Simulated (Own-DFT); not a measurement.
InAs (zincblende, strongly disordered by large displacements) (calculated)

All values are calculated (Own-DFT development build). A calculation, not a measurement: plane-wave PBE density functional theory by an unreviewed code, no spin, of a simulated periodic cell, stress positive in tension, free energy of the whole cell less one offset for each atom, forces on such cells passed a denser k mesh, this cell's mesh not checked; broken bonds can close the gap or carry spin, so checks made on this kind of crystal may not hold here; offsets are fitted by least squares, one for each functional and potential file, so energies compare only between cells with the same atoms and settings and are not formation energies; the far tail of each file's local potential was reset to the Coulomb form; each entry is a single point on an unrelaxed cell, so the pressure reflects the starting lattice, mostly measured values (interpolated for alloys), from which strain is counted, and rises with the displacements; printed positions are rounded, which can move forces by about a meV/angstrom; the program, named Own-DFT, is a retired in-house code; no spin-orbit coupling.

Settings shared by all entries: functional PBE; potential files PseudoDojo norm-conserving, scalar-relativistic, standard set; wave cutoff 42 hartree; occupations Fermi-Dirac; smearing width 0.1 eV; hardware one NVIDIA H200; k mesh 3 x 3 x 3 centred on Gamma.

(1) InAs (zincblende, strongly disordered by large displacements)

```
InAs
1.0
     12.1166     0.0000     0.0000
      0.0000    12.1166     0.0000
      0.0000     0.0000    12.1166
In As In As In As In As In As In As In As In As
4 4 4 4 4 4 4 4 4 4 4 4 4 4 4 4
Direct
  0.98601 0.08772 0.99535
  0.98403 0.25482 0.24314
  0.24997 0.02002 0.23494
  0.28627 0.22813 0.99632
  0.14896 0.14337 0.15154
  0.11709 0.29684 0.34062
  0.39670 0.08346 0.37618
  0.39789 0.37837 0.15981
  0.03787 0.98422 0.54726
  0.98604 0.25576 0.70410
  0.24435 0.99506 0.78953
  0.27235 0.27036 0.52143
  0.15543 0.13692 0.55804
  0.17393 0.40264 0.86988
  0.38982 0.12712 0.85333
  0.40308 0.36102 0.61747
  0.00492 0.50645 0.01207
  0.97877 0.72035 0.24876
  0.27861 0.51023 0.25698
  0.29710 0.69949 0.99316
  0.11288 0.62848 0.08982
  0.14833 0.89661 0.37015
  0.44898 0.60137 0.35703
  0.38801 0.86604 0.15332
  0.02585 0.51948 0.46015
  0.02125 0.75203 0.74324
  0.21730 0.48838 0.71843
  0.22074 0.76666 0.51973
  0.12135 0.61432 0.64429
  0.13604 0.82716 0.89948
  0.40690 0.65886 0.86959
  0.40142 0.83568 0.62847
  0.46738 0.95440 0.03139
  0.52506 0.22624 0.22289
  0.78269 0.98547 0.22899
  0.74078 0.25825 0.00517
  0.59357 0.09472 0.10960
  0.60720 0.38580 0.37492
  0.86376 0.12126 0.29198
  0.88644 0.34822 0.13484
  0.49078 0.99761 0.54514
  0.50804 0.18442 0.71149
  0.73491 0.95630 0.71658
  0.74715 0.23105 0.51299
  0.65273 0.12817 0.64167
  0.64272 0.39600 0.85574
  0.86714 0.12841 0.83928
  0.85402 0.40539 0.61890
  0.52836 0.49161 0.98892
  0.52478 0.72164 0.23203
  0.76028 0.54061 0.23283
  0.73574 0.70797 0.98583
  0.61095 0.64193 0.09076
  0.62111 0.87539 0.39931
  0.90480 0.56493 0.34944
  0.86475 0.88042 0.09767
  0.47768 0.46826 0.48999
  0.52633 0.75097 0.79810
  0.72120 0.44484 0.71329
  0.79899 0.69756 0.52297
  0.60698 0.54768 0.64014
  0.64586 0.88112 0.85346
  0.86324 0.68457 0.87549
  0.85592 0.89608 0.59439
```

```
free energy of cell above offsets : 43.596 eV
pressure                          : 17.13 GPa
stress xx                         : -19.83 GPa
stress yy                         : -14.05 GPa
stress zz                         : -17.53 GPa
stress yz                         : 2.36 GPa
stress xz                         : 4.21 GPa
stress xy                         : -1.41 GPa
wall time                         : 1257 s
```

Force:
| element | x (eV/Å) | y (eV/Å) | z (eV/Å) |
| --- | --- | --- | --- |
| In | 1.1 | -1.504 | 1.424 |
| In | -0.958 | -3.831 | -0.587 |
| In | 3.851 | -4.208 | 2.711 |
| In | -0.554 | 2.361 | 1.242 |
| As | -3.03 | 3.801 | -4.464 |
| As | 9.45 | 4.463 | 6.986 |
| As | 0.307 | 1.885 | -0.113 |
| As | 0.309 | -0.768 | -3.142 |
| In | -0.78 | -1.595 | -0.781 |
| In | 1.08 | -0.02 | 0.086 |
| In | -0.89 | -1.517 | -1.247 |
| In | 0.465 | 0.996 | -4.28 |
| As | -3.111 | -2.16 | 2.774 |
| As | -2.31 | -3.707 | 5.648 |
| As | -0.325 | -1.665 | 2.007 |
| As | -0.379 | -0.34 | 6.352 |
| In | -3.786 | -4.459 | -3.539 |
| In | 1.524 | 3.399 | -1.691 |
| In | -2.196 | 0.771 | 0.266 |
| In | -6.802 | 3.149 | 7.511 |
| As | 4.396 | 4.064 | 3.845 |
| As | -2.058 | -1.788 | 0.346 |
| As | -3.126 | 0.667 | 0.449 |
| As | -5.919 | -5.842 | 6.32 |
| In | 7.812 | -4.205 | 6.975 |
| In | -1.959 | 2.139 | 0.882 |
| In | 6.451 | -3.395 | -0.915 |
| In | 1.232 | 0.106 | -0.026 |
| As | -3.416 | 4.273 | -5.791 |
| As | 0.276 | 1.726 | 0.689 |
| As | -2.199 | -10.75 | -2.057 |
| As | -1.011 | -0.568 | 1.04 |
| In | 4.658 | 5.36 | -8.708 |
| In | -1.296 | 2.364 | 4.139 |
| In | -7.539 | -5.923 | -0.294 |
| In | -0.535 | -0.869 | -0.845 |
| As | 3.689 | -1.43 | -2.312 |
| As | 3.871 | -2.638 | -2.725 |
| As | 1.363 | 4.864 | 6.533 |
| As | -5.399 | 6.45 | -6.451 |
| In | 0.461 | -0.177 | -1.339 |
| In | -7.083 | 5.017 | 3.114 |
| In | 0.511 | 3.382 | 0.214 |
| In | 1.929 | 2.884 | -4.3 |
| As | 6.227 | -4.371 | -2.377 |
| As | -4.259 | -5.003 | 8.822 |
| As | -1.183 | 0.32 | -0.798 |
| As | 10.39 | -3.21 | -7.333 |
| In | -2.869 | -1.089 | 0.174 |
| In | -0.417 | 5.134 | 3.131 |
| In | -3.929 | -2.024 | -2.283 |
| In | -1.028 | 5.204 | 1.634 |
| As | -1.467 | -3.78 | 1.918 |
| As | 1.123 | -0.524 | -0.806 |
| As | -5.039 | 2.632 | -3.005 |
| As | 2.267 | -2.968 | -2.624 |
| In | 1.011 | 2.286 | 0.068 |
| In | 5.427 | 3.446 | -7.344 |
| In | 2.917 | -0.274 | 2.746 |
| In | -1.559 | -0.468 | -0.266 |
| As | -6.675 | 8.736 | -4.41 |
| As | -0.796 | 0.677 | 6.789 |
| As | 7.821 | -3.096 | -6.249 |
| As | 3.966 | -2.387 | -3.733 |

(2) InAs (zincblende, strongly disordered by large displacements)

```
InAs
1.0
     12.1166     0.0000     0.0000
      0.0000    12.1166     0.0000
      0.0000     0.0000    12.1166
In As In As In As In As In As In As In As In As
4 4 4 4 4 4 4 4 4 4 4 4 4 4 4 4
Direct
  0.00957 0.98174 0.96530
  0.98497 0.28716 0.22498
  0.24101 0.00902 0.23356
  0.23070 0.22501 0.99044
  0.16795 0.15295 0.14048
  0.11384 0.43127 0.37992
  0.39547 0.10911 0.38239
  0.31775 0.37767 0.16687
  0.96539 0.00981 0.49976
  0.98594 0.23839 0.76207
  0.23208 0.00363 0.69662
  0.25471 0.21725 0.53612
  0.11141 0.15675 0.64809
  0.09253 0.32862 0.87349
  0.36376 0.16486 0.89074
  0.38543 0.32978 0.62395
  0.99294 0.47649 0.03636
  0.04391 0.75479 0.28585
  0.21014 0.49533 0.24476
  0.28873 0.69973 0.97736
  0.06241 0.62860 0.16184
  0.15031 0.85489 0.38964
  0.36437 0.64363 0.37473
  0.34714 0.88096 0.12118
  0.95432 0.50513 0.50012
  0.04141 0.75104 0.71699
  0.23202 0.52598 0.73430
  0.21598 0.69426 0.53052
  0.06571 0.62453 0.59470
  0.12762 0.82904 0.90644
  0.40038 0.58207 0.89107
  0.36541 0.84284 0.54761
  0.47757 0.96709 0.95145
  0.49465 0.21602 0.26181
  0.77259 0.00556 0.21419
  0.75279 0.27650 0.97905
  0.61961 0.04972 0.13491
  0.55214 0.38777 0.34332
  0.85834 0.11940 0.40935
  0.87410 0.40609 0.15284
  0.49026 0.00271 0.52371
  0.48466 0.27517 0.76743
  0.72175 0.02302 0.75686
  0.73014 0.27178 0.47734
  0.62627 0.14585 0.63233
  0.63217 0.38915 0.89005
  0.85276 0.09972 0.90814
  0.87836 0.37953 0.64880
  0.56329 0.54273 0.03489
  0.49650 0.77380 0.27332
  0.73723 0.52354 0.27875
  0.72969 0.76197 0.00787
  0.61044 0.64347 0.17372
  0.61663 0.83991 0.38307
  0.87915 0.68765 0.35141
  0.92690 0.88674 0.12396
  0.52187 0.47291 0.53219
  0.52056 0.76573 0.76616
  0.77891 0.55676 0.70270
  0.75007 0.77668 0.51887
  0.64289 0.62735 0.61552
  0.62791 0.89100 0.83268
  0.85959 0.60963 0.85216
  0.85969 0.90676 0.64683
```

```
free energy of cell above offsets : 29.321 eV
pressure                          : 14.03 GPa
stress xx                         : -15.18 GPa
stress yy                         : -12.64 GPa
stress zz                         : -14.26 GPa
stress yz                         : -0.35 GPa
stress xz                         : -0.95 GPa
stress xy                         : -0.09 GPa
wall time                         : 1186 s
```

Force:
| element | x (eV/Å) | y (eV/Å) | z (eV/Å) |
| --- | --- | --- | --- |
| In | 0.901 | 1.215 | 0.272 |
| In | 5.225 | -5.711 | 4.525 |
| In | 1.044 | -2.551 | 3.909 |
| In | -2.125 | 5.073 | -1.373 |
| As | -5.808 | 0.9 | 4.065 |
| As | -3.837 | -4.476 | 5.668 |
| As | -4.172 | -1.297 | 1.165 |
| As | 5.242 | -5.253 | -3.865 |
| In | 5.366 | -3.899 | 2.92 |
| In | -6.762 | -2.335 | -0.883 |
| In | 1.674 | -2.262 | 1.279 |
| In | 0.575 | 0.134 | -4.277 |
| As | -1.067 | -2.562 | -2.034 |
| As | 3.99 | 5.895 | 4.704 |
| As | 5.432 | -4.711 | -3.885 |
| As | -1.312 | 4.843 | -2.502 |
| In | 3.739 | 2.342 | -6.174 |
| In | -1.508 | 3.047 | -0.697 |
| In | 0.42 | 7.273 | -1.707 |
| In | -3.353 | 3.928 | 3.463 |
| As | 2.017 | -4.289 | -5.968 |
| As | 3.222 | 5.449 | 3.614 |
| As | -0.549 | -1.501 | 0.791 |
| As | 2.064 | -2.399 | -1.549 |
| In | -2.127 | -1.888 | -3.336 |
| In | -2.597 | 5.635 | 6.289 |
| In | 0.265 | -1.45 | 0.349 |
| In | 6.274 | 2.224 | -3.494 |
| As | -2.265 | -4.873 | 0.21 |
| As | 0.875 | -0.817 | -1.892 |
| As | 3.397 | -2.497 | -2.764 |
| As | -0.236 | -0.555 | 1.882 |
| In | -1.503 | 1.763 | 1.876 |
| In | 1.427 | 0.079 | -3.738 |
| In | 5.675 | -1.401 | 3.87 |
| In | 2.267 | -2.184 | 2.766 |
| As | -6.413 | 2.954 | -3.257 |
| As | 2.445 | 1.802 | 0.135 |
| As | -3.596 | 4.251 | -5.72 |
| As | -9.418 | 1.06 | 0.143 |
| In | 2.473 | -0.102 | 0.605 |
| In | 3.703 | -1.46 | 3.841 |
| In | 4.166 | 4.455 | -2.066 |
| In | -0.242 | 0.81 | 0.635 |
| As | -1.52 | 1.108 | -0.78 |
| As | -2.296 | 2.635 | -1.883 |
| As | -0.26 | 1.339 | -0.968 |
| As | -1.542 | -0.771 | -1.258 |
| In | -2.387 | -4.705 | -5.681 |
| In | -6.875 | -0.768 | -4.314 |
| In | 0.883 | -0.742 | 1.253 |
| In | 1.457 | 0.022 | -0.276 |
| As | 2.343 | 3.366 | 2.575 |
| As | 4.461 | 5.28 | 4.084 |
| As | -4.517 | -2.299 | 2.515 |
| As | -1.292 | -1.325 | 1.312 |
| In | -1.183 | 0.518 | -0.248 |
| In | -5.185 | -5.984 | -3.84 |
| In | 2.067 | -4.937 | -0.532 |
| In | 1.555 | 0.008 | -0.439 |
| As | -6.71 | 2.426 | -2.774 |
| As | 1.079 | -1.094 | 5.902 |
| As | 3.75 | 2.807 | 6.99 |
| As | 1.182 | -1.542 | 0.568 |

(3) InAs (zincblende, strongly disordered by large displacements)

```
InAs
1.0
     12.1166     0.0000     0.0000
      0.0000    12.1166     0.0000
      0.0000     0.0000    12.1166
In As In As In As In As In As In As In As In As
4 4 4 4 4 4 4 4 4 4 4 4 4 4 4 4
Direct
  0.02418 0.98129 0.95415
  0.00409 0.24512 0.27402
  0.25610 0.00469 0.24550
  0.27763 0.25874 0.98643
  0.20469 0.13464 0.10608
  0.07782 0.35922 0.37508
  0.36823 0.12954 0.38909
  0.35186 0.39228 0.08251
  0.01576 0.01416 0.47165
  0.03158 0.24359 0.78951
  0.22493 0.99233 0.73349
  0.23923 0.24208 0.47404
  0.11779 0.14227 0.64642
  0.11239 0.40014 0.93024
  0.37206 0.11756 0.88753
  0.40230 0.38669 0.67245
  0.00536 0.56235 0.06704
  0.02234 0.75976 0.27682
  0.19613 0.52942 0.27656
  0.24140 0.78595 0.03430
  0.16888 0.60505 0.07706
  0.16339 0.86813 0.40104
  0.38606 0.61466 0.36408
  0.39071 0.92409 0.10728
  0.95505 0.52277 0.54223
  0.03418 0.73200 0.75269
  0.22458 0.48348 0.78445
  0.24128 0.72652 0.49612
  0.09990 0.59272 0.58690
  0.11058 0.87736 0.85219
  0.35659 0.60072 0.82320
  0.33381 0.87012 0.64253
  0.50673 0.96601 0.98486
  0.49953 0.27596 0.23838
  0.72986 0.02394 0.26683
  0.71371 0.22450 0.95731
  0.57496 0.11598 0.14311
  0.60262 0.37974 0.36131
  0.84904 0.12567 0.41231
  0.87950 0.40301 0.16213
  0.47284 0.95327 0.48461
  0.49159 0.27958 0.76843
  0.75261 0.01897 0.73932
  0.78789 0.25573 0.57103
  0.58685 0.11412 0.64706
  0.59513 0.39683 0.87938
  0.85430 0.10096 0.89192
  0.90650 0.37640 0.61209
  0.50149 0.53220 0.99320
  0.47026 0.68775 0.20401
  0.75666 0.49061 0.23891
  0.78186 0.72066 0.98788
  0.59039 0.62063 0.10541
  0.63792 0.84349 0.42168
  0.85521 0.60941 0.34917
  0.86589 0.87809 0.06241
  0.54661 0.50461 0.47768
  0.51753 0.77865 0.73608
  0.75273 0.52973 0.74127
  0.75271 0.72590 0.48440
  0.55014 0.65211 0.62354
  0.68395 0.89725 0.88515
  0.88399 0.64936 0.87322
  0.89230 0.87232 0.65922
```

```
free energy of cell above offsets : 35.674 eV
pressure                          : 15.28 GPa
stress xx                         : -15.49 GPa
stress yy                         : -17.07 GPa
stress zz                         : -13.29 GPa
stress yz                         : -5.87 GPa
stress xz                         : 1.16 GPa
stress xy                         : -0.29 GPa
wall time                         : 1223 s
```

Force:
| element | x (eV/Å) | y (eV/Å) | z (eV/Å) |
| --- | --- | --- | --- |
| In | -5.058 | 6.87 | 7.531 |
| In | -4.843 | -7.772 | -7.068 |
| In | 0.072 | -0.666 | 2.245 |
| In | -1.715 | 0.034 | -4.57 |
| As | -4.781 | -2.178 | 1.559 |
| As | 5.786 | 8.057 | 6.99 |
| As | 2.851 | -1.754 | -1.79 |
| As | 3.307 | 4.691 | 4.942 |
| In | -0.042 | -0.736 | 1.886 |
| In | -1.875 | 1.57 | 2.175 |
| In | 0.008 | 3.549 | 1.856 |
| In | -2.217 | 2.113 | 2.377 |
| As | 0.599 | -0.499 | -3.336 |
| As | -1.365 | -1.623 | -0.106 |
| As | 1.133 | -1.838 | -2.605 |
| As | -6.865 | 7.327 | -7.625 |
| In | -11.5 | -3.178 | -1.107 |
| In | -0.878 | -0.26 | -1.156 |
| In | 0.472 | -0.804 | 0.524 |
| In | 0.548 | 1.541 | -1.284 |
| As | 10.15 | 1.758 | 0.879 |
| As | -1.998 | 4.055 | -2.822 |
| As | -1.983 | -0.74 | 2.2 |
| As | -5.026 | -4.445 | 6.39 |
| In | -7.469 | 4.003 | -8.825 |
| In | -1.033 | -1.959 | -2.459 |
| In | -3.49 | -3.33 | -2.755 |
| In | 2.44 | -2.998 | 2.179 |
| As | 11.21 | 5.251 | 4.573 |
| As | 6.799 | -5.588 | -3.168 |
| As | 5.217 | 4.865 | 1.815 |
| As | 3.199 | -2.998 | -2.62 |
| In | 5.746 | 2.533 | -6.256 |
| In | -3.486 | -0.322 | -1.664 |
| In | -0.41 | -1.324 | -0.301 |
| In | -1.617 | 1.662 | 1.915 |
| As | 1.68 | -0.723 | -1.321 |
| As | 4.784 | -2.642 | -1.369 |
| As | 0.519 | 0.413 | -1.255 |
| As | 7.909 | -6.156 | -6.273 |
| In | -0.457 | 0.982 | 0.897 |
| In | 3.673 | -9.636 | 4.185 |
| In | -0.037 | 0.008 | -2.713 |
| In | -7.149 | -5.97 | -1.871 |
| As | 0.649 | 0.896 | -0.682 |
| As | 4.294 | 0.498 | 0.667 |
| As | 2.84 | 1.085 | 0.166 |
| As | 1.788 | -3.768 | 7.467 |
| In | -7.684 | -5.526 | -7.213 |
| In | -6.648 | 6.494 | 4.747 |
| In | -10.42 | 3.001 | 2.96 |
| In | -8.162 | 2.569 | 6.549 |
| As | 14.78 | 2.058 | 1.267 |
| As | -4.836 | 5.655 | -4.364 |
| As | 2.955 | 2.4 | 2.506 |
| As | 0.897 | 2.743 | 3.247 |
| In | -2.622 | 3.393 | 3.851 |
| In | -1.733 | 6.946 | 6.707 |
| In | -0.786 | -0.472 | -0.027 |
| In | 4.455 | -3.735 | 4.437 |
| As | 3.257 | -6.998 | -5.63 |
| As | -1.908 | -1.997 | 1.178 |
| As | 6.099 | -6.19 | -6.621 |
| As | -0.017 | -0.195 | -2.008 |
